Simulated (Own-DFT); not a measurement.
## Calculated data, AlGa3N4 (wurtzite random alloy, strained, atoms displaced)

A calculation, not a measurement: plane-wave PBE density functional theory by an unreviewed code, no spin, of a simulated periodic cell, stress positive in tension, free energy of the whole cell less one offset for each atom, forces on such cells passed a denser k mesh, this cell's mesh not checked; offsets are fitted by least squares, one for each functional and potential file, so energies compare only between cells with the same atoms and settings and are not formation energies; the far tail of each file's local potential was reset to the Coulomb form; each entry is a single point on an unrelaxed cell, so the pressure reflects the starting lattice, mostly measured values, from which strain is counted, and rises with the displacements; printed positions are rounded, which can move forces by about a meV/angstrom; the program is a retired in-house code; no spin-orbit coupling. Program: Own-DFT development build.

Entry: AlGa3N4 (wurtzite random alloy, strained, atoms displaced)

```
AlGa3N4
1.0
      9.3428     0.0000     0.0000
     -4.6714     8.0911     0.0000
      0.0000     0.0000    10.2685
Al Ga N Ga N Ga N Ga N Ga N Al Ga N Ga N Ga N Al Ga N Al N Ga Al N Ga N Al Ga N Ga N Ga Al N Ga Al N Ga N Ga N
1 1 2 2 2 2 2 2 2 2 2 1 1 2 2 2 2 2 1 1 2 2 2 1 1 2 2 2 1 1 2 2 2 1 1 2 1 1 2 2 2 2 2
Direct
  0.10887 0.21326 0.00103
  0.22189 0.10432 0.25017
  0.11475 0.23345 0.18380
  0.22379 0.11111 0.43574
  0.10768 0.21981 0.50575
  0.21177 0.09997 0.74843
  0.11862 0.23564 0.68977
  0.21779 0.10914 0.94108
  0.11111 0.55420 0.99245
  0.22319 0.44322 0.25492
  0.12293 0.56715 0.18981
  0.21951 0.44949 0.43220
  0.10360 0.55463 0.49810
  0.22493 0.44885 0.74731
  0.10668 0.55719 0.69273
  0.21218 0.44237 0.93767
  0.10974 0.87753 0.99946
  0.22093 0.77324 0.25009
  0.10787 0.88421 0.19551
  0.22701 0.77900 0.44225
  0.10614 0.89360 0.49568
  0.21792 0.76899 0.75881
  0.11129 0.89221 0.67706
  0.22612 0.77643 0.94147
  0.43848 0.22258 0.99972
  0.56467 0.11420 0.24269
  0.45095 0.22095 0.18574
  0.54725 0.10598 0.43484
  0.44926 0.23124 0.50564
  0.55528 0.11609 0.75015
  0.43863 0.21817 0.69217
  0.55125 0.09945 0.93454
  0.43557 0.55562 0.00475
  0.55939 0.44753 0.25223
  0.45124 0.55634 0.19300
  0.55699 0.44669 0.44083
  0.44206 0.55226 0.50598
  0.53817 0.44092 0.75003
  0.45039 0.55636 0.68841
  0.55844 0.44425 0.94576
  0.44295 0.88628 0.99532
  0.56258 0.78684 0.25232
  0.44997 0.88568 0.19445
  0.55722 0.77274 0.42766
  0.44170 0.88521 0.49362
  0.54795 0.77648 0.74817
  0.44134 0.88890 0.68811
  0.56222 0.77271 0.93220
  0.78847 0.22690 0.98954
  0.89139 0.10452 0.25671
  0.77620 0.22085 0.19285
  0.88962 0.10432 0.43557
  0.77770 0.21509 0.50466
  0.88890 0.11616 0.74256
  0.77331 0.21217 0.68456
  0.89290 0.09903 0.93399
  0.77967 0.55482 0.00407
  0.88473 0.43507 0.25519
  0.76929 0.54763 0.19080
  0.88501 0.43647 0.43862
  0.78835 0.55146 0.50030
  0.88651 0.44333 0.75441
  0.76821 0.55578 0.69281
  0.88248 0.44794 0.93723
  0.78911 0.89555 0.00056
  0.90039 0.78211 0.25186
  0.77604 0.88141 0.19395
  0.89375 0.78820 0.44117
  0.77566 0.88738 0.49156
  0.88020 0.77488 0.75041
  0.78469 0.87832 0.68941
  0.88874 0.77795 0.93582
```

```
functional      : PBE
potential files : PseudoDojo norm-conserving, scalar-relativistic, standard set with the stringent files for Ga
wave cutoff     : 96 hartree
occupations     : Gaussian
smearing width  : 0.01 eV
k mesh          : 4 x 4 x 3 centred on Gamma
stress xx       : ?
```

Question: Estimate the stress xx of AlGa3N4 (wurtzite random alloy, strained, atoms displaced).
Answer: -16.59 GPa

Question: Give the table of force values for AlGa3N4 (wurtzite random alloy, strained, atoms displaced).
Answer: 
Force:
| element | x (eV/Å) | y (eV/Å) | z (eV/Å) |
| --- | --- | --- | --- |
| Al | -0.534 | 1.251 | -0.064 |
| Ga | 0.225 | 1.955 | -0.266 |
| N | 0.364 | -2.34 | -0.404 |
| N | -0.44 | 0.097 | 0.79 |
| Ga | 0.879 | 0.713 | -1.289 |
| Ga | 0.131 | 1.008 | 0.707 |
| N | -0.175 | -1.922 | -0.334 |
| N | -0.111 | -0.712 | -0.466 |
| Ga | -0.963 | -0.118 | 2.294 |
| Ga | 0.447 | 1.332 | -1.497 |
| N | -1.822 | -3.579 | -1.039 |
| N | 1.131 | -0.558 | 3.114 |
| Ga | 1.112 | 0.774 | 0.62 |
| Ga | -0.216 | 0.821 | 0.929 |
| N | -0.589 | -1.551 | -0.574 |
| N | 2.479 | -1.206 | -0.022 |
| Ga | -1.006 | 1.308 | 0.713 |
| Ga | 0.953 | 1.878 | 1.298 |
| N | 1.692 | 0.776 | -2.186 |
| N | -2.937 | -0.405 | -0.689 |
| Al | 2.054 | -0.102 | 0.442 |
| Ga | -0.56 | 2.247 | -2.018 |
| N | 0.112 | -1.677 | 0.916 |
| N | -0.755 | -0.356 | -0.374 |
| Ga | 1.299 | -0.241 | 0.176 |
| Ga | -1.839 | -1.323 | 1.315 |
| N | -1.295 | -0.137 | 0.307 |
| N | 1.008 | 1.174 | 0.474 |
| Ga | 0.101 | -1.533 | -0.791 |
| Ga | -0.184 | -1.381 | 0.039 |
| N | -0.497 | 1.482 | 0.117 |
| N | 0.847 | 2.685 | 0.65 |
| Al | 1.461 | -0.083 | 0.145 |
| Ga | -0.995 | -1.245 | 0.387 |
| N | -1.441 | 1.213 | -1.272 |
| N | -0.273 | 0.881 | 0.444 |
| Al | 0.087 | 0.624 | -1.827 |
| Al | 3.069 | -0.4 | 1.547 |
| N | -1.664 | -0.166 | -1.207 |
| N | -2.19 | 0.437 | -1.925 |
| Ga | 2.111 | -0.395 | 1.681 |
| Al | 0.062 | -2.158 | -1.065 |
| N | -0.612 | 0.223 | -1.462 |
| N | -0.696 | -0.739 | 2.061 |
| Ga | 0.995 | 0.404 | 1.014 |
| Ga | 1.595 | 1.042 | 0.053 |
| N | -0.121 | -0.12 | -0.392 |
| N | -1.035 | -0.489 | 1.452 |
| Al | -0.854 | -1.563 | 1.461 |
| Ga | -0.281 | 0.908 | -2.065 |
| N | 2.706 | 1.236 | -2.28 |
| N | -0.46 | 1.349 | 1.388 |
| Ga | -1.14 | -0.644 | -1.852 |
| Ga | 1.759 | -2.253 | 1.044 |
| N | -0.706 | 2.61 | 1.233 |
| N | -1.178 | 3.947 | -0.207 |
| Ga | -1.632 | 0.677 | 0.422 |
| Al | 0.213 | 1.358 | -1.255 |
| N | 3.256 | 1.128 | 0.375 |
| N | 0.558 | -0.417 | -0.944 |
| Ga | -2.64 | 1.428 | 0.933 |
| Al | -1.115 | 0.269 | -1.052 |
| N | 1.149 | -2.397 | -0.202 |
| N | 1.96 | -1.647 | -0.931 |
| Ga | -1.235 | -2.613 | 1.041 |
| Ga | -2.433 | -2.313 | 0.748 |
| N | 0.179 | 0.823 | -0.949 |
| N | 1.322 | -1.973 | -0.772 |
| Ga | -0.418 | -1.022 | 2.055 |
| Ga | 3.211 | -0.865 | 0.546 |
| N | -4.499 | 3.123 | -2.02 |
| N | 1.016 | -0.542 | 0.762 |

Further results for AlGa3N4 (wurtzite random alloy, strained, atoms displaced):

```
free energy of cell above offsets : -7.084 eV
pressure                          : 14.8 GPa
stress yy                         : -17.17 GPa
stress zz                         : -10.64 GPa
stress yz                         : -0.05 GPa
stress xz                         : -0.25 GPa
stress xy                         : 0.61 GPa
```
